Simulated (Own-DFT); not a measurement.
# PBE against PBEsol on the same cells

All numbers below are calculated, not measured. The program, named Own-DFT, is a retired in-house plane-wave density functional code that no person has reviewed. Each row is one single-point run on a periodic cell that was not relaxed, without spin or spin-orbit coupling.

Known limits: forces on such cells failed a check on a denser k mesh; stress not checked against mesh or cutoff.

Each cell was run twice at the same cutoff, k mesh and smearing, with PBE and with PBEsol, on PseudoDojo norm-conserving files made for PBE. Atoms were moved at random from their sites; u is the rms move along one axis. Files made for PBEsol would give a somewhat different change.

| cell | atoms | volume (Å³/atom) | u (Å) | cutoff (hartree) | P with PBE (GPa) | P with PBEsol (GPa) | change (GPa) |
|---|---|---|---|---|---|---|---|
| C11b WSi2 with one Si vacancy (Si19W10) | 29 | 13.90 | 0.029 | 50 | 3.29 | -0.69 | -3.99 |
| C11b WSi2 with one Si vacancy (Si19W10) | 29 | 13.90 | 0.079 | 50 | 6.99 | 2.99 | -4.00 |
| C11b WSi2 with one Si vacancy (Si19W10) | 29 | 13.90 | 0.047 | 50 | 4.68 | 0.68 | -4.00 |
| C40 NbSi2 with two Si on a Nb site each (Nb10Si26) | 36 | 14.64 | 0.027 | 42 | 1.41 | -1.94 | -3.35 |
| C40 NbSi2 with two Si on a Nb site each (Nb10Si26) | 36 | 14.64 | 0.028 | 42 | 1.77 | -1.59 | -3.36 |
| C40 NbSi2 with two Si on a Nb site each (Nb10Si26) | 36 | 14.64 | 0.031 | 42 | 1.63 | -1.72 | -3.35 |
| D0_22 TiAl3 (Al30Ti10) | 40 | 15.63 | 0.049 | 42 | 2.58 | 0.68 | -1.90 |
| D0_22 TiAl3 (Al30Ti10) | 40 | 15.63 | 0.144 | 42 | 7.77 | 5.87 | -1.91 |
| D0_22 TiAl3 (Al30Ti10) | 40 | 15.63 | 0.141 | 42 | 7.70 | ? | ? |
| L1_0 TiAl (Al16Ti16) | 32 | 16.06 | 0.020 | 42 | 1.17 | -1.67 | -2.84 |
| L1_0 TiAl (Al16Ti16) | 32 | 15.75 | 0.052 | 42 | 4.25 | 1.31 | -2.94 |
| L1_0 TiAl (Al16Ti16) | 32 | 16.06 | 0.098 | 42 | 3.66 | 0.81 | -2.85 |

## Worked reading

Mean change of pressure by composition, in GPa: Si19W10, -3.99; Nb5Si13, -3.35; AlTi, -2.88; Al3Ti, -1.91. At a fixed cell PBEsol gives the lower pressure, because it favours a smaller volume than PBE. Here the change varies more between materials than between cells of one material.

## Withheld value

Question: what PBEsol pressure should the Al30Ti10 cell with the blank give?

Adding the mean change of the cells with its composition, -1.91 GPa, to 7.70 gives 5.8 GPa. The calculation gave 5.80 GPa.
